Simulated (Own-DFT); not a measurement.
Simulation results for Hf36O71 (tetragonal hafnia with one neutral oxygen vacancy, atoms displaced)

All values are calculated (Own-DFT development build). A calculation, not a measurement: plane-wave PBE and HSE06 DFT by an unreviewed code, no spin, of a simulated cell at Gamma alone, so results move with cell size and shape, stress positive in tension, energies less offsets, not probed for a lower state with spin; hafnium file: forces about 75 meV/angstrom off all-electron values; oxygen file: force components 24 meV/angstrom off all-electron in a glass; k mesh not checked against a denser one; forces and stress are PBE's, HSE06 gives the energy alone, and its difference from PBE has offsets of its own; offsets are fitted by least squares, one for each functional and potential file, so energies compare only between cells with the same atoms and settings and are not formation energies; the far tail of each file's local potential was reset to the Coulomb form; each entry is a single point on an unrelaxed cell, so the pressure reflects the starting lattice, taken from the Materials Project, from which strain is counted, and rises with the displacements; printed positions are rounded, which can move forces by about a meV/angstrom; the program is a retired in-house code; no spin-orbit coupling.

Common to all runs: first functional PBE; second functional HSE06; exact exchange share 0.25; screening 0.11 1/bohr; exchange divergence Gygi-Baldereschi; potential files PseudoDojo norm-conserving, scalar-relativistic, made for PBE, standard set; wave cutoff 48 hartree; occupations fixed; k mesh 1 x 1 x 1 centred on Gamma.

(1) 
```cif
# cell vector a (Å): 10.7800 0.0000 0.0000
# cell vector b (Å): 0.0000 10.7800 0.0000
# cell vector c (Å): 0.0000 0.0000 10.4493
data_Hf36O71
_symmetry_space_group_name_H-M 'P 1'
_symmetry_Int_Tables_number 1
_cell_length_a 10.7800
_cell_length_b 10.7800
_cell_length_c 10.4493
_cell_angle_alpha 90.000
_cell_angle_beta 90.000
_cell_angle_gamma 90.000
_cell_volume 1214.30
loop_
_atom_site_label
_atom_site_type_symbol
_atom_site_fract_x
_atom_site_fract_y
_atom_site_fract_z
_atom_site_occupancy
Hf1 Hf 0.99320 0.00261 0.00167 1
Hf2 Hf 0.17289 0.17145 0.25488 1
O1 O 0.99758 0.17286 0.14345 1
O2 O 0.16122 0.99739 0.35334 1
O3 O 0.00639 0.16329 0.39534 1
O4 O 0.15705 0.00365 0.09933 1
Hf3 Hf 0.00293 0.99498 0.50489 1
Hf4 Hf 0.15836 0.15632 0.75515 1
O5 O 0.99876 0.17120 0.64257 1
O6 O 0.16979 0.99058 0.85252 1
O7 O 0.99376 0.17270 0.91340 1
O8 O 0.17208 0.99112 0.58163 1
Hf5 Hf 0.99115 0.34065 0.00814 1
Hf6 Hf 0.17470 0.49623 0.24866 1
O9 O 0.00020 0.49264 0.15317 1
O10 O 0.16838 0.33143 0.34961 1
O11 O 0.00147 0.49237 0.39824 1
O12 O 0.16842 0.31905 0.09676 1
Hf7 Hf 0.01087 0.33972 0.49952 1
Hf8 Hf 0.16153 0.49906 0.74991 1
O13 O 0.00790 0.49954 0.65046 1
O14 O 0.15154 0.33900 0.85831 1
O15 O 0.00242 0.50320 0.89702 1
O16 O 0.16684 0.33821 0.60240 1
Hf9 Hf 0.99468 0.65200 0.99064 1
Hf10 Hf 0.16349 0.83130 0.24902 1
O17 O 0.99197 0.84398 0.15399 1
O18 O 0.16662 0.66674 0.34003 1
O19 O 0.99987 0.83546 0.40021 1
O20 O 0.16587 0.66061 0.09303 1
Hf11 Hf 0.99693 0.67050 0.49517 1
Hf12 Hf 0.18314 0.82431 0.75263 1
O21 O 0.99535 0.83712 0.66525 1
O22 O 0.16048 0.66863 0.83667 1
O23 O 0.99964 0.83109 0.91141 1
O24 O 0.16796 0.66968 0.59238 1
Hf13 Hf 0.33403 0.99972 0.00327 1
Hf14 Hf 0.50135 0.17113 0.26007 1
O25 O 0.32912 0.16028 0.15244 1
O26 O 0.50133 0.99705 0.34699 1
O27 O 0.33938 0.17167 0.40496 1
O28 O 0.50609 0.00413 0.08861 1
Hf15 Hf 0.34133 0.99377 0.49141 1
Hf16 Hf 0.49878 0.15901 0.75252 1
O29 O 0.31045 0.16015 0.64828 1
O30 O 0.49694 0.99885 0.84749 1
O31 O 0.33829 0.17051 0.90508 1
O32 O 0.49685 0.99247 0.59993 1
Hf17 Hf 0.33904 0.32908 0.99617 1
Hf18 Hf 0.50283 0.48431 0.24561 1
O33 O 0.32857 0.50306 0.15314 1
O34 O 0.50655 0.33333 0.35783 1
O35 O 0.34083 0.49753 0.39219 1
O36 O 0.50275 0.32606 0.09290 1
Hf19 Hf 0.32993 0.32872 0.49109 1
Hf20 Hf 0.50557 0.49228 0.74630 1
O37 O 0.32696 0.50109 0.65311 1
O38 O 0.50992 0.33638 0.84613 1
O39 O 0.33100 0.50622 0.90204 1
O40 O 0.48396 0.33171 0.60457 1
Hf21 Hf 0.32719 0.65955 0.00374 1
Hf22 Hf 0.49833 0.84885 0.24701 1
O41 O 0.34000 0.84001 0.15137 1
O42 O 0.49734 0.66837 0.34545 1
O43 O 0.33340 0.82046 0.40346 1
O44 O 0.50332 0.67647 0.09755 1
Hf23 Hf 0.33474 0.67033 0.49492 1
Hf24 Hf 0.50212 0.83837 0.74658 1
O45 O 0.33371 0.82661 0.65567 1
O46 O 0.50879 0.67087 0.84431 1
O47 O 0.32934 0.82312 0.89957 1
O48 O 0.50828 0.66116 0.59678 1
Hf25 Hf 0.67313 0.99238 0.99417 1
Hf26 Hf 0.82705 0.16642 0.24862 1
O49 O 0.66761 0.15676 0.16944 1
O50 O 0.83206 0.98724 0.34351 1
O51 O 0.67545 0.16359 0.40517 1
O52 O 0.83861 0.99419 0.09540 1
Hf27 Hf 0.66994 0.00135 0.51926 1
Hf28 Hf 0.83222 0.15434 0.75766 1
O53 O 0.66193 0.17880 0.64646 1
O54 O 0.83339 0.99626 0.84123 1
O55 O 0.67050 0.16055 0.89753 1
O56 O 0.83964 0.99455 0.61062 1
Hf29 Hf 0.65954 0.34005 0.99544 1
Hf30 Hf 0.83355 0.49015 0.23849 1
O57 O 0.66920 0.50585 0.15640 1
O58 O 0.83488 0.35323 0.35816 1
O59 O 0.66271 0.49312 0.39588 1
O60 O 0.83392 0.32926 0.08700 1
Hf31 Hf 0.66389 0.33583 0.50351 1
Hf32 Hf 0.82949 0.49327 0.74706 1
O61 O 0.82334 0.34049 0.85017 1
O62 O 0.66901 0.49785 0.90627 1
O63 O 0.83501 0.32934 0.59000 1
Hf33 Hf 0.67838 0.66115 0.00137 1
Hf34 Hf 0.83494 0.82942 0.25571 1
O64 O 0.67697 0.82824 0.14118 1
O65 O 0.84047 0.65574 0.34072 1
O66 O 0.66929 0.81958 0.40712 1
O67 O 0.82465 0.66751 0.10075 1
Hf35 Hf 0.65921 0.66617 0.50986 1
Hf36 Hf 0.84301 0.82797 0.75789 1
O68 O 0.66721 0.83367 0.63465 1
O69 O 0.82278 0.66455 0.84726 1
O70 O 0.66222 0.84757 0.90404 1
O71 O 0.81429 0.66452 0.58720 1
_calc_PBE_energy_of_cell_above_offsets '-90.146'  # eV
_calc_HSE06_less_PBE_above_offsets '0.467'  # eV
_calc_PBE_pressure 4.39  # GPa
_calc_PBE_stress_xx -3.93  # GPa
_calc_PBE_stress_yy -4.39  # GPa
_calc_PBE_stress_zz -4.85  # GPa
_calc_PBE_stress_yz 0.66  # GPa
_calc_PBE_stress_xz 0.83  # GPa
_calc_PBE_stress_xy -0.14  # GPa
```

Force:
```csv
element,x (eV/Å),y (eV/Å),z (eV/Å)
Hf,1.826,-0.538,0.881
Hf,-3.446,-1.877,-1.396
O,-0.413,0.074,1.796
O,1.589,-0.195,-1.344
O,-0.572,0.338,0.783
O,1.811,-0.34,-0.189
Hf,0.269,1.694,-1.405
Hf,-0.492,1.744,-0.176
O,0.421,-1.212,1.96
O,0.048,1.451,-0.733
O,-0.609,-0.99,-2.424
O,-0.224,-0.485,1.644
Hf,4.077,-1.737,-1.364
Hf,-1.73,0.567,0.802
O,0.793,0.164,-1.43
O,0.58,0.606,0.317
O,1.323,2.33,0.402
O,0.848,1.042,0.479
Hf,-1.84,-1.579,-0.009
Hf,2.052,-1.098,-0.319
O,-2.9,0.529,-0.403
O,1.161,-1.292,-1.171
O,-0.953,-1.126,-0.529
O,0.801,-0.167,-0.475
Hf,0.432,3.882,2.274
Hf,-1.013,1.511,-0.964
O,2.041,-1.102,0.623
O,-0.192,-0.602,0.403
O,0.292,-1.145,0.842
O,-1.465,0.394,0.252
Hf,-0.51,-1.789,-0.456
Hf,-2.409,1.371,-0.127
O,1.855,-0.794,-1.497
O,-0.41,-1.554,1.632
O,-1.09,-0.873,-0.562
O,-0.88,0.607,-0.588
Hf,-1.106,-1.029,0.36
Hf,0.336,-1.28,-1.061
O,2.342,0.058,0.355
O,-0.631,2.425,1.477
O,0.339,-2.586,-1.491
O,-0.675,-0.139,0.853
Hf,-2.457,0.308,0.643
Hf,-0.78,1.714,-0.755
O,2.653,-0.348,0.676
O,-0.641,0.303,-0.274
O,0.126,-0.765,-0.874
O,0.244,1.067,0.285
Hf,-3.004,1.457,0.054
Hf,-0.086,4.658,1.831
O,2.077,-0.833,-1.084
O,-0.594,-1.368,-0.968
O,-0.741,-0.424,0.514
O,-0.734,0.306,1.884
Hf,-0.767,3.033,3.127
Hf,-1.525,2.47,-0.873
O,1.229,0.396,0.244
O,-0.369,-1.532,0.914
O,0.355,-1.952,0.161
O,1.259,-0.014,-0.34
Hf,2.918,1.2,-0.089
Hf,2.682,-5.542,-1.636
O,-2.072,0.616,0.028
O,-0.349,-0.442,-0.668
O,-0.002,4.065,-1.121
O,-0.655,-1.139,-0.985
Hf,1.012,-3.791,1.097
Hf,0.814,-2.621,0.959
O,2.243,0.208,-1.678
O,0.241,-0.721,-0.983
O,0.13,1.154,0.447
O,-3.529,-0.45,1.821
Hf,0.12,1.897,3.098
Hf,3.109,-0.613,1.861
O,-1.398,0.823,-1.533
O,-0.258,2.962,1.303
O,-0.485,0.049,0.392
O,-1.987,1.296,0.142
Hf,1.561,-1.415,-2.425
Hf,0.476,3.319,-1.623
O,-0.057,-1.938,1.271
O,0.342,-0.551,1.775
O,-0.339,0.863,0.149
O,-1.401,1.062,-0.688
Hf,2.202,-1.617,-1.104
Hf,0.385,2.027,2.903
O,-1.408,-1.263,-1.943
O,-0.455,-3.675,-1.511
O,-0.838,0.833,1.258
O,-3.671,0.257,2.165
Hf,1.07,0.274,-0.163
Hf,-0.02,-0.404,-1.476
O,0.566,-1.194,-0.615
O,-0.324,0.386,-0.935
O,-0.133,1.182,1.2
Hf,-4.354,2.519,0.069
Hf,-1.199,-1.542,-0.843
O,-1.359,1.211,1.272
O,0.865,0.319,0.23
O,-0.129,2.726,-1.081
O,3.809,-1.018,-0.615
Hf,-0.522,-0.718,-5.392
Hf,-1.52,0.346,-0.842
O,-0.275,0.871,3.043
O,0.558,-0.769,0.157
O,0.302,-3.999,-2.66
O,5.418,-0.774,2.783
```

(2) 
```cif
# cell vector a (Å): 10.7800 0.0000 0.0000
# cell vector b (Å): 0.0000 10.7800 0.0000
# cell vector c (Å): 0.0000 0.0000 10.4493
data_Hf36O71
_symmetry_space_group_name_H-M 'P 1'
_symmetry_Int_Tables_number 1
_cell_length_a 10.7800
_cell_length_b 10.7800
_cell_length_c 10.4493
_cell_angle_alpha 90.000
_cell_angle_beta 90.000
_cell_angle_gamma 90.000
_cell_volume 1214.30
loop_
_atom_site_label
_atom_site_type_symbol
_atom_site_fract_x
_atom_site_fract_y
_atom_site_fract_z
_atom_site_occupancy
Hf1 Hf 0.00230 0.99552 0.00590 1
Hf2 Hf 0.17679 0.16519 0.24987 1
O1 O 0.99253 0.17349 0.15327 1
O2 O 0.16927 0.98367 0.35480 1
O3 O 0.00575 0.15459 0.40118 1
O4 O 0.16780 0.01358 0.09774 1
Hf3 Hf 0.99270 0.00305 0.50197 1
Hf4 Hf 0.16529 0.16566 0.74186 1
O5 O 0.00660 0.17634 0.65865 1
O6 O 0.16571 0.99487 0.84104 1
O7 O 0.99855 0.16920 0.90045 1
O8 O 0.15702 0.00301 0.59406 1
Hf5 Hf 0.00011 0.32734 0.99744 1
Hf6 Hf 0.17005 0.50173 0.25347 1
O9 O 0.00158 0.49665 0.14818 1
O10 O 0.16574 0.33267 0.35085 1
O11 O 0.99950 0.49662 0.41555 1
O12 O 0.17134 0.33280 0.10739 1
Hf7 Hf 0.99320 0.32849 0.50147 1
Hf8 Hf 0.16447 0.49868 0.74898 1
O13 O 0.99183 0.49609 0.65021 1
O14 O 0.16752 0.33361 0.84835 1
O15 O 0.00240 0.49443 0.90156 1
O16 O 0.17153 0.33133 0.60554 1
Hf9 Hf 0.99561 0.67515 0.00230 1
Hf10 Hf 0.15891 0.83213 0.24951 1
O17 O 0.00429 0.83632 0.14876 1
O18 O 0.16251 0.65925 0.34751 1
O19 O 0.00102 0.82715 0.40108 1
O20 O 0.16835 0.66387 0.09447 1
Hf11 Hf 0.00175 0.66746 0.50160 1
Hf12 Hf 0.16025 0.83228 0.75198 1
O21 O 0.99443 0.82537 0.65041 1
O22 O 0.17505 0.65568 0.84970 1
O23 O 0.00319 0.83176 0.89962 1
O24 O 0.16390 0.65915 0.59481 1
Hf13 Hf 0.33323 0.99953 0.99972 1
Hf14 Hf 0.49624 0.17566 0.25127 1
O25 O 0.33555 0.16147 0.15313 1
O26 O 0.50053 0.99853 0.35956 1
O27 O 0.33186 0.16664 0.40785 1
O28 O 0.50151 0.99161 0.09752 1
Hf15 Hf 0.33541 0.00874 0.50334 1
Hf16 Hf 0.50373 0.16332 0.75002 1
O29 O 0.32874 0.16534 0.65736 1
O30 O 0.50750 0.00123 0.84623 1
O31 O 0.32519 0.16557 0.90296 1
O32 O 0.50950 0.00366 0.59178 1
Hf17 Hf 0.33339 0.33782 0.00094 1
Hf18 Hf 0.50336 0.50124 0.25999 1
O33 O 0.32927 0.49891 0.15698 1
O34 O 0.48976 0.34112 0.35922 1
O35 O 0.33635 0.49745 0.40783 1
O36 O 0.49260 0.33148 0.09757 1
Hf19 Hf 0.32788 0.33158 0.50053 1
Hf20 Hf 0.50341 0.50534 0.74830 1
O37 O 0.32577 0.49657 0.65413 1
O38 O 0.50382 0.32907 0.84457 1
O39 O 0.33134 0.50195 0.90225 1
O40 O 0.50070 0.33909 0.59205 1
Hf21 Hf 0.33663 0.67087 0.00101 1
Hf22 Hf 0.49898 0.84224 0.24909 1
O41 O 0.32737 0.83695 0.15045 1
O42 O 0.50234 0.66570 0.33948 1
O43 O 0.33546 0.83172 0.40964 1
O44 O 0.49500 0.66258 0.09627 1
Hf23 Hf 0.33187 0.66260 0.49341 1
Hf24 Hf 0.49518 0.83138 0.74732 1
O45 O 0.33191 0.83145 0.64705 1
O46 O 0.49450 0.67040 0.84310 1
O47 O 0.33799 0.83224 0.90723 1
O48 O 0.49425 0.65401 0.59677 1
Hf25 Hf 0.66450 0.00040 0.99973 1
Hf26 Hf 0.83880 0.16276 0.24355 1
O49 O 0.66313 0.15740 0.14910 1
O50 O 0.83622 0.99599 0.34921 1
O51 O 0.66477 0.16114 0.39994 1
O52 O 0.83181 0.00899 0.09037 1
Hf27 Hf 0.65838 0.00570 0.49411 1
Hf28 Hf 0.84064 0.16888 0.74825 1
O53 O 0.67465 0.17088 0.65264 1
O54 O 0.66828 0.16616 0.90155 1
O55 O 0.82832 0.00597 0.59606 1
Hf29 Hf 0.66193 0.33660 0.00373 1
Hf30 Hf 0.84262 0.50351 0.24984 1
O56 O 0.67490 0.49644 0.16152 1
O57 O 0.83583 0.33377 0.34641 1
O58 O 0.66442 0.50108 0.40144 1
O59 O 0.82916 0.33157 0.09727 1
Hf31 Hf 0.66858 0.32553 0.49349 1
Hf32 Hf 0.83210 0.49820 0.74966 1
O60 O 0.65188 0.50130 0.64820 1
O61 O 0.84224 0.33267 0.85308 1
O62 O 0.67237 0.51406 0.90419 1
O63 O 0.82763 0.33000 0.59319 1
Hf33 Hf 0.66867 0.66318 0.00577 1
Hf34 Hf 0.82332 0.82944 0.25531 1
O64 O 0.65556 0.83199 0.15170 1
O65 O 0.83668 0.66140 0.35170 1
O66 O 0.66932 0.82665 0.40665 1
O67 O 0.83311 0.66653 0.10213 1
Hf35 Hf 0.66484 0.66125 0.50471 1
Hf36 Hf 0.83062 0.83245 0.75540 1
O68 O 0.66687 0.83719 0.65909 1
O69 O 0.83829 0.67508 0.85125 1
O70 O 0.66799 0.84028 0.89797 1
O71 O 0.83164 0.66843 0.60385 1
_calc_PBE_energy_of_cell_above_offsets '-96.866'  # eV
_calc_HSE06_less_PBE_above_offsets '0.087'  # eV
_calc_PBE_pressure 2.48  # GPa
_calc_PBE_stress_xx -2.52  # GPa
_calc_PBE_stress_yy -1.93  # GPa
_calc_PBE_stress_zz -2.98  # GPa
_calc_PBE_stress_yz -0.17  # GPa
_calc_PBE_stress_xz 0.8  # GPa
_calc_PBE_stress_xy -0.01  # GPa
```

Force:
```csv
element,x (eV/Å),y (eV/Å),z (eV/Å)
Hf,-0.54,1.163,-1.654
Hf,-1.991,0.122,0.4
O,2.505,-0.379,-0.335
O,0.425,2.413,-0.998
O,-0.31,2.002,-0.209
O,-0.266,-0.225,0.212
Hf,0.18,-2.402,-0.222
Hf,1.141,0.515,2.78
O,-2.511,-0.023,-1.961
O,0.095,0.309,0.801
O,-0.033,-1.911,0.305
O,1.152,0.087,0.547
Hf,0.398,1.418,0.422
Hf,-0.591,-1.409,-1.196
O,0.043,0.356,0.934
O,0.189,-0.509,0.165
O,-0.121,-0.207,-1.291
O,-0.302,-0.943,-0.727
Hf,1.395,0.623,-0.213
Hf,-0.217,-0.607,0.359
O,0.28,-0.381,0.639
O,-0.114,-0.517,0.299
O,-0.711,1.472,0.25
O,-1.606,-0.252,-1.045
Hf,1.559,-2.657,-0.661
Hf,1.681,-1.032,1.058
O,-1.954,0.15,-0.503
O,0.248,1.594,0.196
O,-0.405,0.914,-0.314
O,-0.844,0.446,0.342
Hf,-0.714,-0.227,0.573
Hf,0.434,-1.217,-0.911
O,0.715,0.45,0.505
O,-0.776,2.679,-0.465
O,0.112,0.695,0.328
O,0.429,0.369,0.172
Hf,0.178,0.157,-0.333
Hf,1.118,-0.488,0.03
O,0.885,-0.02,0.476
O,-0.323,0.938,-1.625
O,-0.103,-0.034,-1.602
O,-1.099,0.352,0.38
Hf,-1.113,-2.942,0.402
Hf,0.473,0.884,-0.09
O,2.061,-0.751,-1.209
O,-0.918,-0.24,-0.08
O,0.713,-0.073,0.538
O,-2.767,0.434,1.889
Hf,-1.963,0.365,-1.398
Hf,-0.449,0.435,-1.224
O,1.315,-0.056,0.197
O,0.933,-2.231,-1.807
O,-0.397,0.232,-0.991
O,1.784,-0.095,1.013
Hf,0.652,1.581,1.548
Hf,-3.228,-0.987,0.056
O,1.506,0.052,-0.019
O,0.304,0.888,0.485
O,0.895,-0.749,0.748
O,-0.229,-1.113,0.23
Hf,-1.402,-1.313,-0.385
Hf,-1.989,-0.924,0.549
O,0.354,0.082,0.637
O,-0.284,0.972,0.77
O,0.459,0.148,-0.689
O,1.719,-0.256,0.037
Hf,-0.474,0.855,1.445
Hf,0.501,0.411,0.133
O,-0.259,0.59,1.116
O,0.517,-0.184,0.468
O,-0.156,1.097,-0.912
O,0.399,1.024,-0.321
Hf,-0.073,0.572,-0.869
Hf,-1.561,0.488,0.542
O,-0.607,1.001,0.927
O,-0.296,-0.012,-1.028
O,-0.221,1.793,-1.071
O,0.554,-0.909,0.324
Hf,2.632,-2.134,0.812
Hf,-0.801,-1,1.239
O,-1.462,0.086,-0.218
O,0.35,0.381,0.232
O,0.655,0.213,0.385
Hf,0.88,-0.753,-0.587
Hf,0.137,-1.253,0.311
O,-1.507,0.172,-1.135
O,0.056,-0.884,0.168
O,0.001,-0.698,0.346
O,-0.186,-0.241,-0.248
Hf,-1.24,1.232,0.876
Hf,0.521,0.694,0.32
O,3.834,-0.082,0.215
O,-1.134,0.549,-1.09
O,-0.388,-2.604,-0.539
O,0.535,0.395,0.72
Hf,-0.934,2.252,0.018
Hf,0.431,-0.254,0.701
O,2.444,-0.124,0.19
O,-0.183,1.008,-0.327
O,0.165,0.842,-0.756
O,-0.077,0.582,0.427
Hf,0.245,0.02,0.268
Hf,-0.427,1.278,-0.909
O,-0.825,-0.635,-0.566
O,-0.014,-1.821,0.568
O,0.602,-1.385,1.101
O,-0.699,-0.684,-0.39
```
